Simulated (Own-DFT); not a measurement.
# Response to strain: wurtzite AlN, 72 atoms (Al36N36)

All numbers below are calculated, not measured. They come from Own-DFT, an in-house plane-wave density functional program, since retired, whose code no person has reviewed. Each row is one single-point run on a periodic cell that was not relaxed, without spin or spin-orbit coupling.

Settings of every run: PBE; PseudoDojo norm-conserving scalar-relativistic files; cutoff 42 hartree; 3 x 3 x 2 k mesh centred on Gamma; Fermi-Dirac smearing of 0.1 eV.

Known limits: forces on such cells moved up to 12 meV/angstrom on a denser k mesh; stress not checked against mesh or cutoff.

Unstrained cell vectors in Å: (9.336, 0.000, 0.000); (-4.668, 8.085, 0.000); (0.000, 0.000, 9.964). The unstrained cell has measured lattice constants (interpolated for alloys), not those of this functional. That, the random moves and any unrelaxed bonds set the pressure at no strain. Each run strains this cell uniformly, with the atoms carried along. Every atom was also moved at random, by a Gaussian of width 0.05 Å on each axis. Strain is the symmetric tensor, in per cent. Stress is positive in tension, and the pressure is minus a third of its trace.

```
run,e_xx (%),e_yy (%),e_zz (%),s_xx (GPa),s_yy (GPa),s_zz (GPa),P (GPa),E (meV/atom)
1,-0.50,-0.50,0.00,-9.72,-7.57,-6.71,8.00,25.5
2,1.50,1.50,0.00,3.13,3.60,-3.94,-0.93,0.0
3,1.75,1.75,0.00,3.99,3.45,-3.49,-1.32,16.3
4,-1.75,-1.75,0.00,-15.37,-19.78,-6.59,13.91,43.9
5,-2.25,-2.25,0.00,-21.72,-18.84,-8.79,16.45,59.0
6,-2.00,-2.00,0.00,-21.06,-19.69,-6.30,15.68,65.5
7,2.75,2.75,0.00,8.44,7.64,-0.40,-5.23,22.5
8,-3.00,-3.00,0.00,-27.88,-26.75,-9.54,21.39,106.1
9,-2.75,-2.75,0.00,?,?,?,?,?
```

E is the free energy for each atom above the lowest run shown.

## Worked fit

The change of volume is close to e_xx + e_yy + e_zz. A straight line through the runs shown gives P = 6.60 - 228 x (fractional change of volume) GPa, with an error of 7 on the slope and a scatter of 0.83 GPa. The strain isn't the same on all axes and the cell isn't cubic, so the slope belongs to this path and is not the bulk modulus.

## Withheld run

Question: what pressure should run 9 give? Its volume changes by -5.42 %.

The line gives 19.0 GPa. The calculation gave 19.26 GPa.
